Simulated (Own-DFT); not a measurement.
# How strain changes the stress of diamond silicon, 64 atoms (Si64)

Calculated, not measured: single-point runs of Own-DFT, a retired in-house plane-wave DFT program that no person has reviewed, on unrelaxed cells, without spin or spin-orbit coupling.

Common settings: PBE; PseudoDojo norm-conserving scalar-relativistic files; cutoff 20 hartree; 3 x 3 x 3 k mesh centred on Gamma; Fermi-Dirac smearing of 0.1 eV.

Limits: k mesh not checked against a denser one; stress not checked against mesh or cutoff.

Unstrained cell vectors in Å: (10.862, 0.000, 0.000); (0.000, 10.862, 0.000); (0.000, 0.000, 10.862). The unstrained cell has measured lattice constants (interpolated for alloys), not those of this functional. That, the random moves and any unrelaxed bonds set the pressure at no strain. In each run the cell takes a homogeneous strain; fractional positions stay. All atoms carry random offsets, Gaussian with a width of 0.05 Å per axis. Stress is counted positive in tension, P = -(s_xx + s_yy + s_zz)/3, and strain components are those of the symmetric tensor.

| run | e_xx (%) | e_yy (%) | e_zz (%) | e_yz (%) | e_xz (%) | e_xy (%) | s_xx (GPa) | s_yy (GPa) | s_zz (GPa) | s_yz (GPa) | s_xz (GPa) | s_xy (GPa) | P (GPa) | E (meV/atom) |
|---|---|---|---|---|---|---|---|---|---|---|---|---|---|---|
| 1 | 1.21 | -0.10 | 1.54 | 1.34 | 0.12 | 0.32 | 0.11 | -1.15 | 0.33 | 3.28 | 0.69 | 0.91 | 0.24 | 5.7 |
| 2 | 1.11 | -0.65 | 1.38 | -1.87 | 1.65 | 0.41 | -0.75 | -2.29 | -0.49 | -4.11 | 3.29 | 0.26 | 1.18 | 24.8 |
| 3 | 1.84 | -1.05 | 1.61 | 1.97 | -1.72 | -1.97 | 0.21 | -2.24 | 0.03 | 2.94 | -3.18 | -3.56 | 0.66 | 31.8 |
| 4 | 0.34 | -1.90 | -1.33 | -0.36 | 1.75 | -0.33 | -4.46 | -6.50 | -6.27 | -0.72 | 4.00 | -1.56 | 5.75 | 34.7 |
| 5 | -1.67 | -0.18 | -0.62 | 1.87 | -1.68 | 0.03 | -6.00 | -4.61 | -5.17 | 3.71 | -4.16 | 0.73 | 5.26 | 32.4 |
| 6 | 1.82 | -1.68 | -0.82 | 1.23 | -0.29 | 1.48 | -1.39 | -4.64 | -4.06 | 3.29 | -0.12 | 3.60 | 3.37 | 17.2 |
| 7 | 0.47 | -1.87 | 1.86 | 0.32 | -0.24 | -1.59 | -1.83 | -3.74 | -0.54 | 1.19 | 0.17 | -3.01 | 2.04 | 9.8 |
| 8 | 0.80 | 1.90 | 0.11 | 0.63 | -0.96 | 0.65 | -0.17 | 0.97 | -0.73 | 0.88 | -1.40 | 1.35 | -0.02 | 4.7 |
| 9 | -1.82 | 0.83 | 1.60 | 0.93 | 1.66 | -1.05 | -3.94 | -1.73 | -1.15 | 1.86 | 3.86 | -2.38 | 2.28 | 33.4 |
| 10 | -1.23 | -1.67 | 1.48 | -0.74 | 1.66 | -0.82 | -5.09 | -5.21 | -2.36 | -2.43 | 3.69 | -1.09 | 4.22 | 29.7 |
| 11 | 0.32 | 1.53 | 0.54 | 1.62 | -1.34 | 0.95 | -1.15 | 0.02 | -0.89 | 3.02 | -3.40 | 2.17 | 0.67 | 22.3 |
| 12 | 0.35 | -1.74 | 0.95 | 0.03 | -1.36 | 0.91 | -2.86 | -4.66 | -2.42 | -0.13 | -2.66 | 2.36 | 3.31 | 30.1 |
| 13 | 0.86 | -1.49 | -1.52 | 0.90 | -0.07 | -1.53 | -3.10 | -5.46 | -5.49 | 0.68 | -0.15 | -3.04 | 4.68 | 17.4 |
| 14 | -0.56 | 0.00 | 0.90 | -0.85 | 0.33 | -0.42 | -2.83 | -2.33 | -1.56 | -0.84 | 0.93 | -1.58 | 2.24 | 11.0 |
| 15 | -0.73 | 0.74 | -0.53 | 0.09 | 0.66 | -0.06 | -3.49 | -2.02 | -3.30 | -0.11 | 2.42 | 0.52 | 2.94 | 0.0 |
| 16 | 1.02 | -1.04 | -0.56 | 0.35 | 1.65 | 0.29 | -2.05 | -3.92 | -3.77 | 0.68 | 3.43 | 0.92 | 3.25 | 18.2 |
| 17 | -0.41 | 0.79 | 0.19 | -0.70 | 1.30 | 0.89 | ? | ? | ? | ? | ? | ? | ? | ? |

E is the free energy per atom, counted from the lowest run shown.

## Fit

Least squares on the runs shown: each stress against a constant and the strains, taken as fractions with shears doubled. Shear strains stay in the fit of a normal stress only where such slopes are resolved. The slopes, in GPa:

```
stress  at no strain  per e_xx  per e_yy  per e_zz  scatter
  s_xx          -2.7   156 ± 5    66 ± 5    59 ± 5     0.21
  s_yy          -2.7    65 ± 5   156 ± 4    64 ± 5     0.21
  s_zz          -2.8    65 ± 5    68 ± 5   157 ± 5     0.22
```

The slope of each shear stress on twice its own strain, from a fit on all six strains: yz 107 ± 12, xz 108 ± 7, xy 110 ± 7 GPa. These are stiffnesses along x, y and z of the frame in which the cell vectors are given, which need not be the crystal's axes. The atoms are held to the strained lattice; where symmetry lets them move under strain, relaxing them would lower some slopes. Slopes across the diagonal should nearly agree, so their difference gauges the noise. A ninth of the table's sum, 95 ± 3 GPa, estimates the bulk modulus near the mean pressure of these runs, 2.6 GPa, so it lies above the value at zero pressure.

## Check

Question: what normal stresses and pressure should run 17 give?

The fitted form gives s_xx = -2.7, s_yy = -1.6, s_zz = -2.2 and P = 2.2 GPa. The calculation gave -2.72, -1.66, -2.12 and P = 2.17 GPa.
